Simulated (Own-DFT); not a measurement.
# Strain and stress in wurtzite AlN, 128 atoms (Al64N64)

Calculated results; nothing here was measured. They come from Own-DFT, an in-house plane-wave density functional program, since retired, whose code no person has reviewed. Each row is one single-point run on a periodic cell that was not relaxed, without spin or spin-orbit coupling.

Settings of every run: PBE; PseudoDojo norm-conserving scalar-relativistic files; cutoff 42 hartree; 3 x 3 x 3 k mesh centred on Gamma; Gaussian smearing of 0.01 eV.

Known limits: k mesh not checked against a denser one; stress not checked against mesh or cutoff.

Unstrained cell vectors in Å: (12.448, 0.000, 0.000); (-6.224, 10.780, 0.000); (0.000, 0.000, 9.964). The unstrained cell has measured lattice constants (interpolated for alloys), not those of this functional. That, the random moves and any unrelaxed bonds set the pressure at no strain. Each run strains this cell uniformly, with the atoms carried along. Every atom was also moved at random, by a Gaussian of width 0.05 Å on each axis. Strain is the symmetric tensor, in per cent. Stress is positive in tension, and the pressure is minus a third of its trace.

```
run,e_xx (%),e_yy (%),e_zz (%),e_yz (%),e_xz (%),e_xy (%),s_xx (GPa),s_yy (GPa),s_zz (GPa),s_yz (GPa),s_xz (GPa),s_xy (GPa),P (GPa),E (meV/atom)
1,-1.41,0.87,0.35,-0.05,1.87,1.35,-9.67,-3.25,-4.03,-0.41,3.60,4.93,5.65,0.0
2,-0.17,1.58,-1.09,-1.32,-1.54,1.16,-5.93,1.11,-8.93,-3.47,-3.55,4.13,4.59,3.7
3,0.71,0.23,-0.16,-0.47,0.62,-0.27,-1.28,-5.33,-5.64,-1.57,1.07,-2.62,4.08,7.5
4,0.05,-0.20,0.62,0.66,0.44,0.30,-5.60,-6.46,-2.74,1.59,0.97,1.03,4.93,13.3
5,-0.32,1.88,0.96,-1.53,0.03,0.34,-5.76,2.70,0.58,-3.76,0.63,0.09,0.83,12.0
6,-1.40,0.91,0.86,0.86,-1.66,-1.04,-12.64,-2.52,-1.45,2.75,-3.83,-4.08,5.54,25.4
7,-0.24,-1.46,-1.52,-1.78,0.60,-1.45,-9.46,-16.02,-13.68,-5.65,2.06,-6.20,13.05,29.9
8,0.67,0.63,-1.25,1.29,-0.39,-0.87,-1.37,-2.39,-13.50,3.67,-2.24,-2.24,5.75,15.2
9,1.22,-1.46,0.89,0.81,0.33,-0.11,-0.66,-11.25,-1.32,1.96,0.27,-1.19,4.41,7.0
10,-1.98,-0.24,1.78,1.15,-1.59,-1.44,-14.56,-7.12,-0.45,2.70,-4.71,-5.51,7.38,28.4
11,0.17,1.39,-1.40,1.21,0.41,0.67,-6.10,0.09,-10.50,3.61,1.23,2.35,5.51,22.3
12,-1.60,0.75,1.32,0.55,0.34,1.44,-12.92,-2.94,-0.09,1.32,1.26,5.18,5.32,25.3
13,-1.24,1.08,-1.98,1.48,-0.08,0.07,-12.09,-4.40,-15.24,4.32,-0.70,1.87,10.58,32.4
14,1.97,-0.31,-0.32,-1.98,-0.18,-1.16,2.30,-7.10,-4.64,-6.10,-0.44,-2.52,3.15,19.5
15,1.73,-1.04,0.34,0.27,0.40,1.62,1.06,-8.02,-3.79,0.00,1.59,5.70,3.58,13.9
16,1.11,-1.70,1.53,-1.59,1.99,0.38,?,?,?,?,?,?,?,?
```

E is the free energy for each atom above the lowest run shown.

## Worked fit

Each stress component was fitted by least squares to a constant and the strains of the runs shown, as fractions, with shears doubled. Shear strains stay in the fit of a normal stress only where such slopes are resolved. The slopes, in GPa:

| stress | at no strain | per e_xx | per e_yy | per e_zz | scatter |
|---|---|---|---|---|---|
| s_xx | -6.0 | 471 ± 28 | 79 ± 31 | 47 ± 27 | 1.09 |
| s_yy | -6.2 | 107 ± 22 | 496 ± 25 | 96 ± 21 | 0.85 |
| s_zz | -5.7 | 92 ± 29 | 91 ± 33 | 477 ± 28 | 1.13 |

Each shear stress against twice its own strain: yz 142 ± 3, xz 111 ± 11, xy 180 ± 18 GPa. These are stiffnesses along x, y and z of the frame in which the cell vectors are given, which need not be the crystal's axes. The atoms are held to the strained lattice; where symmetry lets them move under strain, relaxing them would lower some slopes. The table should be nearly symmetric about its diagonal, and what it lacks of that shows the noise. A ninth of its sum, 217 ± 7 GPa, estimates the bulk modulus near the mean pressure of these runs, 5.6 GPa, so it lies above the value at zero pressure.

## Withheld run

Question: what normal stresses and pressure should run 16 give?

The fit gives s_xx = -1.3, s_yy = -12.0, s_zz = 1.1 and P = 4.1 GPa. The calculation gave -1.71, -11.91, 1.08 and P = 4.18 GPa.
